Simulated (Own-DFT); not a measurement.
# Which defects push the lattice out? D0_22 TiAl3

The numbers are computed, not measured, by runs of the plane-wave DFT program Own-DFT (in-house, retired, unreviewed) at fixed positions, with no spin and no spin-orbit coupling.

Method: PBE; PseudoDojo norm-conserving scalar-relativistic files; cutoff 42 hartree; 4 x 4 x 4 k mesh centred on Gamma; cold (Marzari-Vanderbilt) smearing of 0.2 eV.

Keep in mind: forces on such cells failed a check on a denser k mesh; stress not checked against mesh or cutoff.

All runs share one cell, with vectors in Å (-2.365, -6.981, 4.326); (-7.667, 3.491, 1.442); (-2.950, -3.488, -7.241) and a volume of 625.4 Å³. Atoms were moved at random from their sites; u is the rms move along one axis. The defect's site can differ from row to row.

```
cell,formula,u (Å),P (GPa)
no defect,Al30Ti10,0.0208,1.99
no defect,Al30Ti10,0.0528,2.70
no defect,Al30Ti10,0.0556,2.77
one Ti vacancy,Al30Ti9,0.0289,1.87
one Ti vacancy,Al30Ti9,0.0315,1.93
one Ti vacancy,Al30Ti9,0.0483,?
one Ti vacancy,Al30Ti9,0.0518,2.50
two Al vacancies,Al28Ti10,0.0312,1.13
two Al vacancies,Al28Ti10,0.0314,1.22
two Al vacancies,Al28Ti10,0.0512,1.64
two Ti on an Al site each,Al28Ti12,0.0286,3.09
two Ti on an Al site each,Al28Ti12,0.0473,3.69
two Ti on an Al site each,Al28Ti12,0.0491,3.69
two Al on a Ti site each,Al32Ti8,0.0276,2.87
two Al on a Ti site each,Al32Ti8,0.0409,3.15
two Al on a Ti site each,Al32Ti8,0.0474,3.40
```

## Fit

P = P0 + c u² + a shift for each defect gives P0 = 1.81 GPa, c = 323 ± 16 GPa/Å² and a scatter of 0.05 GPa. The shifts, and each times the cell's volume:

- two Ti on an Al site each: 1.09 ± 0.04 GPa, 4.3 eV (2.1 eV for each of its 2 sites)
- two Al on a Ti site each: 0.83 ± 0.04 GPa, 3.2 eV (1.6 eV for each of its 2 sites)
- one Ti vacancy: -0.19 ± 0.04 GPa, -0.8 eV
- two Al vacancies: -0.97 ± 0.04 GPa, -3.8 eV (-1.9 eV for each of its 2 sites)

A positive shift means that the defect pushes the cell outwards. Shift times volume (160.2 GPa Å³ is 1 eV) depends little on the cell's size, so, taken for each site, it can be compared between cells at like pressure. The atoms around the defects weren't relaxed, which would change these numbers.

## Withheld run

Asked: what pressure belongs in the blank (one Ti vacancy, u = 0.0483 Å)?

The fit gives 2.37 ± 0.06 GPa. The hidden result is 2.11 GPa. This run lies off the fit, by chance or by something that the fit leaves out.
